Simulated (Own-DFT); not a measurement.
# Computed records: Hf36O71 (tetragonal hafnia with one neutral oxygen vacancy, atoms displaced)

All values are calculated (Own-DFT development build). A calculation, not a measurement: plane-wave PBE and HSE06 DFT by an unreviewed code, no spin, of a simulated cell at Gamma alone, so results move with cell size and shape, stress positive in tension, energies less offsets, not probed for a lower state with spin; hafnium file: forces about 75 meV/angstrom off all-electron values; oxygen file: force components 24 meV/angstrom off all-electron in a glass; k mesh not checked against a denser one; forces and stress are PBE's, HSE06 gives the energy alone, and its difference from PBE has offsets of its own; offsets are fitted by least squares, one for each functional and potential file, so energies compare only between cells with the same atoms and settings and are not formation energies; the far tail of each file's local potential was reset to the Coulomb form; each entry is a single point on an unrelaxed cell, so the pressure reflects the starting lattice, taken from the Materials Project, from which strain is counted, and rises with the displacements; printed positions are rounded, which can move forces by about a meV/angstrom; the program is a retired in-house code; no spin-orbit coupling.

Common to all runs: first functional PBE; second functional HSE06; exact exchange share 0.25; screening 0.11 1/bohr; exchange divergence Gygi-Baldereschi; potential files PseudoDojo norm-conserving, scalar-relativistic, made for PBE, standard set; wave cutoff 48 hartree; occupations fixed; k mesh 1 x 1 x 1 centred on Gamma.

```yaml
- entry: 1
  formula: Hf36O71
  kind: "tetragonal hafnia with one neutral oxygen vacancy, atoms displaced"
  structure:
    cell_angstrom: [[10.78, 0.0, 0.0], [0.0, 10.78, 0.0], [0.0, 0.0, 10.4493]]
    atoms_fractional:
      - [Hf, 0.0054, 0.98753, 0.00889]
      - [Hf, 0.16131, 0.16884, 0.25441]
      - [O, 0.00924, 0.15952, 0.13943]
      - [O, 0.16122, 0.00445, 0.34014]
      - [O, 0.00353, 0.17082, 0.40912]
      - [O, 0.1768, 0.99759, 0.0857]
      - [Hf, 0.99999, 8.0e-05, 0.508]
      - [Hf, 0.15386, 0.17187, 0.74173]
      - [O, 0.00287, 0.17037, 0.64148]
      - [O, 0.15785, 0.99596, 0.84875]
      - [O, 0.98887, 0.17941, 0.91064]
      - [O, 0.16957, 0.99704, 0.58502]
      - [Hf, 0.00123, 0.33067, 0.99488]
      - [Hf, 0.16502, 0.50638, 0.2525]
      - [O, 0.99832, 0.50345, 0.14887]
      - [O, 0.16788, 0.32381, 0.35297]
      - [O, 0.17585, 0.32706, 0.09857]
      - [Hf, 0.99051, 0.33061, 0.50795]
      - [Hf, 0.16816, 0.50888, 0.74645]
      - [O, 0.00754, 0.5101, 0.65189]
      - [O, 0.16137, 0.33631, 0.84999]
      - [O, 0.9846, 0.51627, 0.90592]
      - [O, 0.1662, 0.33842, 0.58946]
      - [Hf, 0.00505, 0.66312, 0.00732]
      - [Hf, 0.16802, 0.84241, 0.24988]
      - [O, 0.99907, 0.82128, 0.15393]
      - [O, 0.1697, 0.67011, 0.33889]
      - [O, 0.02486, 0.83497, 0.40332]
      - [O, 0.16224, 0.66788, 0.09033]
      - [Hf, 0.99904, 0.67678, 0.48725]
      - [Hf, 0.16575, 0.82854, 0.75284]
      - [O, 0.9954, 0.81959, 0.6429]
      - [O, 0.1818, 0.65799, 0.84746]
      - [O, 0.99077, 0.82929, 0.90569]
      - [O, 0.18092, 0.6572, 0.60001]
      - [Hf, 0.33884, 0.99477, 0.98523]
      - [Hf, 0.49317, 0.16047, 0.2453]
      - [O, 0.33827, 0.16523, 0.15449]
      - [O, 0.49704, 0.99722, 0.34081]
      - [O, 0.32864, 0.16111, 0.40974]
      - [O, 0.50251, 0.0072, 0.09957]
      - [Hf, 0.33174, 0.00481, 0.50157]
      - [Hf, 0.51728, 0.15904, 0.74726]
      - [O, 0.32385, 0.17559, 0.65102]
      - [O, 0.48975, 0.01632, 0.84703]
      - [O, 0.34126, 0.1851, 0.892]
      - [O, 0.50525, 0.01126, 0.60065]
      - [Hf, 0.3199, 0.332, 0.00576]
      - [Hf, 0.49984, 0.50438, 0.26559]
      - [O, 0.34403, 0.48435, 0.16213]
      - [O, 0.49557, 0.33899, 0.35701]
      - [O, 0.33552, 0.49828, 0.39443]
      - [O, 0.48902, 0.32709, 0.10112]
      - [Hf, 0.32572, 0.32777, 0.49221]
      - [Hf, 0.50131, 0.50103, 0.74232]
      - [O, 0.32225, 0.49788, 0.66268]
      - [O, 0.50193, 0.32999, 0.84388]
      - [O, 0.33602, 0.48737, 0.89679]
      - [O, 0.4871, 0.34006, 0.59828]
      - [Hf, 0.34034, 0.67306, 0.99947]
      - [Hf, 0.49866, 0.823, 0.26162]
      - [O, 0.32715, 0.83938, 0.15958]
      - [O, 0.50341, 0.67464, 0.35619]
      - [O, 0.3367, 0.8384, 0.40087]
      - [O, 0.50259, 0.66334, 0.10696]
      - [Hf, 0.32681, 0.67452, 0.49974]
      - [Hf, 0.49694, 0.82686, 0.75209]
      - [O, 0.33463, 0.83407, 0.65713]
      - [O, 0.48479, 0.66246, 0.85676]
      - [O, 0.33625, 0.83302, 0.89255]
      - [O, 0.48216, 0.67003, 0.59961]
      - [Hf, 0.66806, 0.99775, 0.00227]
      - [Hf, 0.8328, 0.15986, 0.2591]
      - [O, 0.66609, 0.1715, 0.1533]
      - [O, 0.83418, 0.99355, 0.34793]
      - [O, 0.65705, 0.15513, 0.40011]
      - [O, 0.83311, 0.00341, 0.08631]
      - [Hf, 0.66269, 0.00702, 0.50205]
      - [Hf, 0.8275, 0.1668, 0.73169]
      - [O, 0.66909, 0.17014, 0.6619]
      - [O, 0.82151, 0.99686, 0.86451]
      - [O, 0.65982, 0.17173, 0.89691]
      - [O, 0.84033, 0.99268, 0.59811]
      - [Hf, 0.6699, 0.32831, 0.00555]
      - [Hf, 0.84503, 0.49311, 0.25019]
      - [O, 0.67049, 0.49849, 0.16552]
      - [O, 0.83384, 0.33304, 0.34246]
      - [O, 0.68386, 0.48962, 0.3987]
      - [O, 0.83165, 0.33343, 0.09425]
      - [Hf, 0.66873, 0.34597, 0.48183]
      - [Hf, 0.82907, 0.49011, 0.76401]
      - [O, 0.6665, 0.49629, 0.64641]
      - [O, 0.83989, 0.33932, 0.85816]
      - [O, 0.66858, 0.50134, 0.89786]
      - [O, 0.83412, 0.33954, 0.59832]
      - [Hf, 0.66318, 0.67475, 0.00701]
      - [Hf, 0.84048, 0.84801, 0.25176]
      - [O, 0.66388, 0.82984, 0.14879]
      - [O, 0.81751, 0.66376, 0.35075]
      - [O, 0.66237, 0.83193, 0.4025]
      - [O, 0.83409, 0.67871, 0.10521]
      - [Hf, 0.66145, 0.66855, 0.48165]
      - [Hf, 0.83056, 0.84324, 0.74626]
      - [O, 0.65051, 0.83957, 0.6605]
      - [O, 0.83235, 0.66571, 0.84294]
      - [O, 0.66323, 0.83799, 0.89756]
      - [O, 0.82581, 0.66992, 0.59666]
  results:
    "PBE_energy_of_cell_above_offsets [eV]": "-86.018"
    "HSE06_less_PBE_above_offsets [eV]": "0.697"
    "PBE_pressure [GPa]": 5.78
    "PBE_stress_xx [GPa]": -5.71
    "PBE_stress_yy [GPa]": -5.87
    "PBE_stress_zz [GPa]": -5.74
    "PBE_stress_yz [GPa]": 0.6
    "PBE_stress_xz [GPa]": 1.2
    "PBE_stress_xy [GPa]": -0.04
    force_element: [Hf, Hf, O, O, O, O, Hf, Hf, O, O, O, O, Hf, Hf, O, O, O, Hf, Hf, O, O, O, O, Hf, Hf, O, O, O, O, Hf, Hf, O, O, O, O, Hf, Hf, O, O, O, O, Hf, Hf, O, O, O, O, Hf, Hf, O, O, O, O, Hf, Hf, O, O, O, O, Hf, Hf, O, O, O, O, Hf, Hf, O, O, O, O, Hf, Hf, O, O, O, O, Hf, Hf, O, O, O, O, Hf, Hf, O, O, O, O, Hf, Hf, O, O, O, O, Hf, Hf, O, O, O, O, Hf, Hf, O, O, O, O]
    "force_x [eV/angstrom]": [0.317, 1.612, -1.587, 0.03, -1.349, -1.192, 2.352, 4.818, -2.477, -0.11, 0.368, -1.801, 0.434, 1.684, 1.561, -0.494, -5.331, 3.425, -0.275, -2.158, -1.524, 0.899, -2.125, -3.59, 0.025, 0.751, -0.304, -1.748, 3.229, -1.461, -0.016, 1.39, -0.56, 0.988, -3.196, 0.699, 0.621, -2.626, 0.269, 0.489, -0.564, 1.74, -6.38, -0.158, 0.091, -1.591, -0.847, 5.559, -0.734, -1.883, 1.238, -0.625, 2.631, 1.253, -1.435, 2.957, 1.616, -0.292, 1.951, -0.573, -0.118, 2.255, 0.076, -0.585, -1.109, 0.801, -0.625, -1.263, 1.015, -0.403, 2.455, -1.01, -0.131, 1.316, 0.502, 1.616, 0.625, -1.206, 2.468, 2.177, 0.964, 1.245, -1.978, -3.467, -2.021, -0.383, 0.385, -1.066, 1.63, -2.93, 0.1, -0.136, -0.479, -0.092, -1.252, 2.408, -2.133, 0.488, 1.852, 0.265, -0.366, 2.287, -0.777, 2.668, -0.991, -1.025, -0.034]
    "force_y [eV/angstrom]": [1.902, 0.498, 0.029, -0.185, -1.606, -0.685, -0.196, 1.362, -0.775, 0.462, -4.311, -0.308, 2.118, -1.802, -0.312, 2.221, 0.381, 2.627, -2.833, -0.657, -0.326, -2.944, -0.65, 0.797, -0.381, 2.362, -0.049, 1.331, -0.415, -3.167, -0.576, 1.171, 3.524, 0.118, 1.825, 3.801, 1.588, -0.626, -0.59, 0.114, -0.582, -0.091, 5.218, -1.356, -4.656, -3.339, 0.037, 0.394, -2.281, 1.888, -1.219, 1.698, -0.185, 1.076, -3.138, -0.029, 1.111, 2.113, -0.072, -2.948, 3.83, -1.055, -3.07, -0.243, 0.657, -1.55, -0.108, 0.887, 1.002, 0.111, -0.271, 0.914, 1.675, -0.432, 2.64, 2.111, -0.512, -2.585, 0.504, -0.475, 1.157, -1.269, 1.079, 1.174, 1.964, 0.184, -2.124, 4.631, -0.117, -3.511, 4.303, -0.098, -2.78, 0.309, -1.243, -1.301, -5.903, 0.938, 1.365, 2.315, -0.685, -1.149, -3.667, 0.272, 1.635, -0.844, 0.861]
    "force_z [eV/angstrom]": [-1.948, -1.985, 2.445, 0.618, -1.076, 0.942, -1.82, 2.698, -0.009, -1.227, -2.564, 1.527, 0.682, -0.631, 0.75, -0.895, 2.546, -1.073, 0.78, -0.916, -0.729, -0.453, 0.77, -1.207, -0.576, 0.545, 0.785, -0.52, 1.411, 3.239, -0.251, 0.814, 0.895, -0.78, -0.459, 1.035, -0.82, 0.405, 1.339, -1.748, -0.966, 0.499, 2.111, -0.182, 1.047, 1.111, -0.919, -3.006, -2.931, -0.233, -0.491, 1.357, -0.048, 2.096, 1.444, -1.971, -1.074, 1.857, -1.092, -0.659, -2.945, -1.356, 1.071, 0.297, 0.265, -0.369, 0.913, -0.745, -0.317, 1.081, 0.204, -0.732, -3.048, 0.712, 2.068, -0.034, 3.551, 0.063, 5.167, -4.409, -3.384, 0.548, 0.81, -0.729, -1.246, -0.543, 1.249, -1.417, 1.406, 4.307, -1.518, -0.636, -0.933, 1.067, 0.766, -0.811, -3.16, 0.945, -0.481, -0.089, -0.816, 3.994, 1.639, -1.516, -0.277, 0.742, -1.844]
- entry: 2
  formula: Hf36O71
  kind: "tetragonal hafnia with one neutral oxygen vacancy, atoms displaced"
  structure:
    cell_angstrom: [[10.78, 0.0, 0.0], [0.0, 10.78, 0.0], [0.0, 0.0, 10.4493]]
    atoms_fractional:
      - [Hf, 0.99937, 0.99375, 0.0019]
      - [Hf, 0.16596, 0.16189, 0.25155]
      - [O, 0.99901, 0.1684, 0.1516]
      - [O, 0.00573, 0.16511, 0.40284]
      - [O, 0.16822, 0.99721, 0.09726]
      - [Hf, 0.00099, 0.99828, 0.50075]
      - [Hf, 0.16453, 0.16461, 0.74751]
      - [O, 0.9966, 0.16676, 0.65047]
      - [O, 0.16887, 0.00033, 0.84707]
      - [O, 0.99917, 0.16578, 0.90553]
      - [O, 0.16736, 0.99832, 0.59625]
      - [Hf, 0.00107, 0.33519, 0.00135]
      - [Hf, 0.16382, 0.49916, 0.25374]
      - [O, 0.99652, 0.49774, 0.15012]
      - [O, 0.16254, 0.3352, 0.34901]
      - [O, 0.99963, 0.49839, 0.4041]
      - [O, 0.16218, 0.33358, 0.09674]
      - [Hf, 0.00581, 0.33658, 0.49838]
      - [Hf, 0.16899, 0.50108, 0.749]
      - [O, 0.99723, 0.49871, 0.65313]
      - [O, 0.16796, 0.33601, 0.84817]
      - [O, 0.99756, 0.5053, 0.90254]
      - [O, 0.16864, 0.33201, 0.60008]
      - [Hf, 0.99885, 0.67234, 0.0036]
      - [Hf, 0.16605, 0.83235, 0.25168]
      - [O, 0.00419, 0.83727, 0.1583]
      - [O, 0.16558, 0.6652, 0.34998]
      - [O, 0.00175, 0.83483, 0.40485]
      - [O, 0.16757, 0.66552, 0.09407]
      - [Hf, 0.0035, 0.6639, 0.49767]
      - [Hf, 0.1684, 0.83001, 0.74823]
      - [O, 0.99866, 0.83071, 0.65354]
      - [O, 0.16672, 0.6654, 0.84714]
      - [O, 0.00485, 0.83512, 0.90109]
      - [O, 0.16173, 0.66657, 0.59749]
      - [Hf, 0.32838, 0.00301, 0.99505]
      - [Hf, 0.49953, 0.16804, 0.24722]
      - [O, 0.33704, 0.16543, 0.15453]
      - [O, 0.50506, 0.00432, 0.34921]
      - [O, 0.32909, 0.16788, 0.40351]
      - [O, 0.50117, 0.99837, 0.10061]
      - [Hf, 0.33254, 0.00267, 0.49675]
      - [Hf, 0.49837, 0.16745, 0.7501]
      - [O, 0.33654, 0.16726, 0.65]
      - [O, 0.50342, 0.00081, 0.84975]
      - [O, 0.33143, 0.16383, 0.90431]
      - [O, 0.50182, 0.00026, 0.59821]
      - [Hf, 0.33148, 0.33026, 0.9986]
      - [Hf, 0.50142, 0.4999, 0.25317]
      - [O, 0.33206, 0.50062, 0.15437]
      - [O, 0.50096, 0.33479, 0.35138]
      - [O, 0.33681, 0.50051, 0.40271]
      - [O, 0.49632, 0.33533, 0.09754]
      - [Hf, 0.32955, 0.33038, 0.49858]
      - [Hf, 0.49894, 0.50292, 0.75192]
      - [O, 0.33855, 0.49533, 0.64763]
      - [O, 0.50425, 0.32918, 0.85079]
      - [O, 0.32788, 0.50124, 0.90357]
      - [O, 0.50162, 0.33309, 0.59423]
      - [Hf, 0.33533, 0.6746, 0.99971]
      - [Hf, 0.4984, 0.834, 0.24808]
      - [O, 0.33247, 0.83697, 0.14912]
      - [O, 0.50412, 0.66677, 0.35005]
      - [O, 0.33049, 0.83585, 0.40229]
      - [O, 0.50019, 0.66377, 0.09941]
      - [Hf, 0.33787, 0.66732, 0.50038]
      - [Hf, 0.50101, 0.82861, 0.75172]
      - [O, 0.33163, 0.82989, 0.65142]
      - [O, 0.49682, 0.66568, 0.84708]
      - [O, 0.33519, 0.83372, 0.90529]
      - [O, 0.50081, 0.66733, 0.59867]
      - [Hf, 0.67157, 0.00353, 0.00019]
      - [Hf, 0.8344, 0.16629, 0.24288]
      - [O, 0.66709, 0.16876, 0.15015]
      - [O, 0.82667, 0.00357, 0.34532]
      - [O, 0.66557, 0.16841, 0.39601]
      - [O, 0.83404, 0.00188, 0.09213]
      - [Hf, 0.66736, 0.99825, 0.49838]
      - [Hf, 0.82712, 0.16882, 0.75238]
      - [O, 0.66717, 0.16725, 0.65157]
      - [O, 0.83181, 0.00315, 0.84464]
      - [O, 0.66538, 0.16758, 0.90043]
      - [O, 0.8332, 0.99815, 0.59913]
      - [Hf, 0.67157, 0.33029, 0.99811]
      - [Hf, 0.83455, 0.49919, 0.24698]
      - [O, 0.66635, 0.49518, 0.15079]
      - [O, 0.83741, 0.33218, 0.34319]
      - [O, 0.66468, 0.49897, 0.40615]
      - [O, 0.83418, 0.33755, 0.09991]
      - [Hf, 0.66514, 0.33349, 0.49922]
      - [Hf, 0.83377, 0.5014, 0.7548]
      - [O, 0.66773, 0.50327, 0.65148]
      - [O, 0.83383, 0.3337, 0.85133]
      - [O, 0.66596, 0.49783, 0.90383]
      - [O, 0.83284, 0.32995, 0.59885]
      - [Hf, 0.67193, 0.66791, 0.00264]
      - [Hf, 0.83506, 0.8343, 0.24338]
      - [O, 0.66536, 0.83038, 0.15132]
      - [O, 0.83537, 0.66631, 0.34843]
      - [O, 0.66135, 0.82927, 0.40473]
      - [O, 0.83126, 0.6671, 0.09941]
      - [Hf, 0.66381, 0.66509, 0.50198]
      - [Hf, 0.83258, 0.83345, 0.7492]
      - [O, 0.66781, 0.83734, 0.65335]
      - [O, 0.83748, 0.66763, 0.84912]
      - [O, 0.66609, 0.83329, 0.90304]
      - [O, 0.83837, 0.6638, 0.59482]
  results:
    "PBE_energy_of_cell_above_offsets [eV]": "-101.047"
    "HSE06_less_PBE_above_offsets [eV]": "-0.125"
    "PBE_pressure [GPa]": 0.62
    "PBE_stress_xx [GPa]": -0.24
    "PBE_stress_yy [GPa]": -0.34
    "PBE_stress_zz [GPa]": -1.28
    "PBE_stress_yz [GPa]": 0.32
    "PBE_stress_xz [GPa]": -0.5
    "PBE_stress_xy [GPa]": 0.0
    force_element: [Hf, Hf, O, O, O, Hf, Hf, O, O, O, O, Hf, Hf, O, O, O, O, Hf, Hf, O, O, O, O, Hf, Hf, O, O, O, O, Hf, Hf, O, O, O, O, Hf, Hf, O, O, O, O, Hf, Hf, O, O, O, O, Hf, Hf, O, O, O, O, Hf, Hf, O, O, O, O, Hf, Hf, O, O, O, O, Hf, Hf, O, O, O, O, Hf, Hf, O, O, O, O, Hf, Hf, O, O, O, O, Hf, Hf, O, O, O, O, Hf, Hf, O, O, O, O, Hf, Hf, O, O, O, O, Hf, Hf, O, O, O, O]
    "force_x [eV/angstrom]": [0.864, -0.227, 0.649, 0.568, -0.701, -0.759, -0.564, 0.735, 0.088, 0.325, 0.085, -0.263, 0.847, 0.759, 0.371, 0.22, 1.012, -1.563, -0.163, 0.835, -0.193, 0.084, -0.25, 0.754, 1.31, -1.016, -0.02, 0.391, -0.563, -1.217, -0.676, 0.497, 0.117, -0.353, 1.64, 1.409, 1.073, -1.507, -0.615, -0.549, 0.089, 0.947, 0.799, -0.93, -0.327, -0.022, -0.574, 0.131, -0.522, -0.279, -0.333, -0.407, 0.544, 1.388, 0.57, -0.831, -0.62, 0.552, -0.533, -0.133, 0.287, -0.128, -0.646, -0.151, 0.287, -0.718, 0.16, 0.547, 0.066, -0.085, -0.312, -2.155, -0.543, 0.129, 0.4, 0.126, 0.335, -0.157, 0.901, -0.565, 0.01, 0.509, 0.113, -1.095, -0.759, 0.303, 0.095, 0.161, 0.083, 0.498, 0.062, -0.372, -0.168, 0.168, 0.199, -1.445, -1.087, 0.661, 0.084, 0.312, 0.95, 1.389, 0.08, -0.273, -0.468, 0.184, -0.921]
    "force_y [eV/angstrom]": [1.894, 0.081, -0.394, -0.455, 0.406, 0.645, 0.656, -0.181, -0.353, -0.298, 0.198, 0.035, 0.075, 0.558, -0.489, 0.398, -0.139, -1.076, -0.169, -0.293, -0.732, -0.257, 0.048, -1.532, 0.496, -0.222, 0.207, 0.084, 0.39, 0.416, -0.008, 0.343, 0.616, -0.267, -0.223, -0.731, 0.19, 0.014, -0.734, -0.562, 0.094, -0.221, -0.432, -0.069, -0.313, 0.836, -0.203, 1.3, -0.409, -0.117, -0.465, 0.085, -0.308, 1.045, -1.459, 0.606, 0.845, -0.074, -0.136, -1.92, 0.598, -0.587, 0.256, -0.24, 0.434, -0.268, 1.618, -0.152, 0.159, 0.573, 0.182, -0.314, 0.815, -0.143, -1.034, 0.02, -0.53, 0.612, 0.346, -0.114, -0.98, -0.39, -0.127, 0.816, -0.464, 0.447, 0.074, 0.356, -0.458, -0.732, -0.322, 0.124, 0.043, 0.824, 0.29, -0.495, -0.334, 0.148, 0.502, 0.624, 0.48, -0.267, 0.351, -0.637, 0.471, -0.23, 0.329]
    "force_z [eV/angstrom]": [-0.927, 0.001, 0.161, -0.245, 0.521, 0.42, 0.086, 0.633, -0.155, 0.045, -0.406, -0.637, -1.14, 0.341, -0.004, -0.625, 0.312, 0.8, 0.23, 0.065, -0.349, 0.357, -0.078, -1.004, 0.611, -1.151, -0.365, -0.587, 0.411, 0.378, -0.099, 0.23, -0.181, 0.497, 0.205, 1.041, 0.5, -0.261, -0.248, -0.699, -0.533, 0.654, -0.421, 0.267, -0.403, -0.711, -0.245, 0.542, -0.671, 0.54, -0.651, 0.156, -0.145, 0.422, -0.164, 0.574, -0.518, -0.224, 0.476, 0.684, 0.221, 0.605, -0.001, -0.296, -0.259, -0.155, -0.293, 0.225, 0.299, -1.005, 0.502, -0.657, 1.479, -0.647, -0.455, 0.718, 0.879, -0.229, -1.035, 0.099, 0.606, 0.088, -0.487, 0.629, 0.782, 0.421, 0.11, -0.569, -0.443, 0.049, -0.924, 0.753, 0.049, -0.099, -0.368, -0.331, 2.132, 0.107, -0.886, -0.224, 0.214, -0.276, -0.561, 0.185, 0.318, 0.107, 0.314]
```
